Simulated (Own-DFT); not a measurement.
# Response to strain: bcc W, 16 atoms (W16)

Calculated results; nothing here was measured. The program, named Own-DFT, is a retired in-house plane-wave density functional code that no person has reviewed. Each row is one single-point run on a periodic cell that was not relaxed, without spin or spin-orbit coupling.

Settings of every run: PBE; PseudoDojo norm-conserving scalar-relativistic files; cutoff 50 hartree; 5 x 5 x 5 k mesh centred on Gamma; cold (Marzari-Vanderbilt) smearing of 0.2 eV.

Known limits: forces on such cells failed a check on a denser k mesh; stress not checked against mesh or cutoff.

Unstrained cell vectors in Å: (6.330, 0.000, 0.000); (0.000, 6.330, 0.000); (0.000, 0.000, 6.330). The unstrained cell has measured lattice constants (interpolated for alloys), not those of this functional. That, the random moves and any unrelaxed bonds set the pressure at no strain. Each run strains this cell uniformly, with the atoms carried along. Every atom was also moved at random, by a Gaussian of width 0.05 Å on each axis. Strain is the symmetric tensor, in per cent. Stress is positive in tension, and the pressure is minus a third of its trace.

```
run  e_xx (%)  e_yy (%)  e_zz (%)  e_yz (%)  e_xz (%)  e_xy (%)  s_xx (GPa)  s_yy (GPa)  s_zz (GPa)  s_yz (GPa)  s_xz (GPa)  s_xy (GPa)  P (GPa)  E (meV/atom)
  1     -1.86      1.06     -1.18     -0.97      1.50      0.80      -19.10       -9.11      -16.72       -3.69        5.11        3.15    14.98          51.2
  2      1.34      0.90      0.98     -0.66     -0.74      0.52        3.25        1.04        2.42       -1.70       -2.04        1.33    -2.24           9.2
  3      1.46     -1.27     -0.02      1.20      1.14     -1.57       -3.83      -11.75       -8.23        4.14        3.91       -4.92     7.94          46.2
  4      1.95     -1.54      0.91     -1.55     -1.28     -1.06        0.24      -10.16       -2.34       -4.75       -4.07       -3.49     4.09          31.9
  5      0.29     -0.28      1.75      1.09     -0.78      1.61       -3.53       -5.38        1.26        3.54       -2.81        4.87     2.55          19.7
  6      0.67     -0.52     -0.14      1.58     -1.56     -1.19       -6.11       -9.95       -8.31        4.68       -4.65       -3.09     8.12          22.1
  7     -1.75      0.13     -1.98      2.00     -0.74     -0.37      -23.06      -16.43      -24.09        6.94       -2.16       -0.94    21.19          86.9
  8     -1.90     -1.81     -1.62      1.01     -0.97     -1.81      -28.91      -28.07      -27.18        3.64       -3.30       -6.50    28.05         118.2
  9      0.40      1.69      1.93     -1.59      0.19      0.69        1.52        5.66        6.09       -4.21        0.44        1.95    -4.42          10.3
 10     -0.76      0.45     -0.24     -1.34      0.44     -0.93      -11.27       -7.49       -9.89       -4.22        1.22       -2.69     9.55          18.7
 11     -1.58      1.42     -0.52      1.30     -0.09      1.10      -14.52       -4.07      -10.61        4.01       -0.94        3.62     9.73          13.6
 12      1.84      0.74     -1.67     -0.99     -0.59     -0.24        0.49       -2.90      -11.07       -2.94       -1.86       -0.78     4.49           0.0
 13     -0.37     -0.51     -1.43      0.20     -1.80      0.34      -14.01      -14.85      -17.61        0.54       -6.21        1.17    15.49          33.1
 14      1.18      1.15      1.91     -1.71     -0.40      0.48        4.79        4.87        7.00       -4.71       -1.08        1.23    -5.55           4.3
 15      1.42      1.22      0.60      0.58     -0.36     -0.91           ?           ?           ?           ?           ?           ?        ?             ?
```

E is the free energy for each atom above the lowest run shown.

## Worked fit

Each stress component was fitted by least squares to a constant and the strains of the runs shown, as fractions, with shears doubled. Shear strains stay in the fit of a normal stress only where such slopes are resolved. The slopes, in GPa:

| stress | at no strain | per e_xx | per e_yy | per e_zz | scatter |
|---|---|---|---|---|---|
| s_xx | -8.7 | 580 ± 17 | 273 ± 19 | 202 ± 18 | 0.73 |
| s_yy | -8.4 | 251 ± 18 | 581 ± 20 | 200 ± 19 | 0.75 |
| s_zz | -8.5 | 253 ± 17 | 249 ± 19 | 531 ± 18 | 0.73 |

Each shear stress against twice its own strain: yz 160 ± 6, xz 164 ± 6, xy 158 ± 10 GPa. These are stiffnesses along x, y and z of the frame in which the cell vectors are given, which need not be the crystal's axes. The atoms are held to the strained lattice; where symmetry lets them move under strain, relaxing them would lower some slopes. The table should be nearly symmetric about its diagonal, and what it lacks of that shows the noise. A ninth of its sum, 347 ± 7 GPa, estimates the bulk modulus near the mean pressure of these runs, 8.1 GPa, so it lies above the value at zero pressure.

## Withheld run

Question: what normal stresses and pressure should run 15 give?

The fit gives s_xx = 4.1, s_yy = 3.5, s_zz = 1.3 and P = -3.0 GPa. The calculation gave 3.62, 2.74, 0.69 and P = -2.35 GPa.
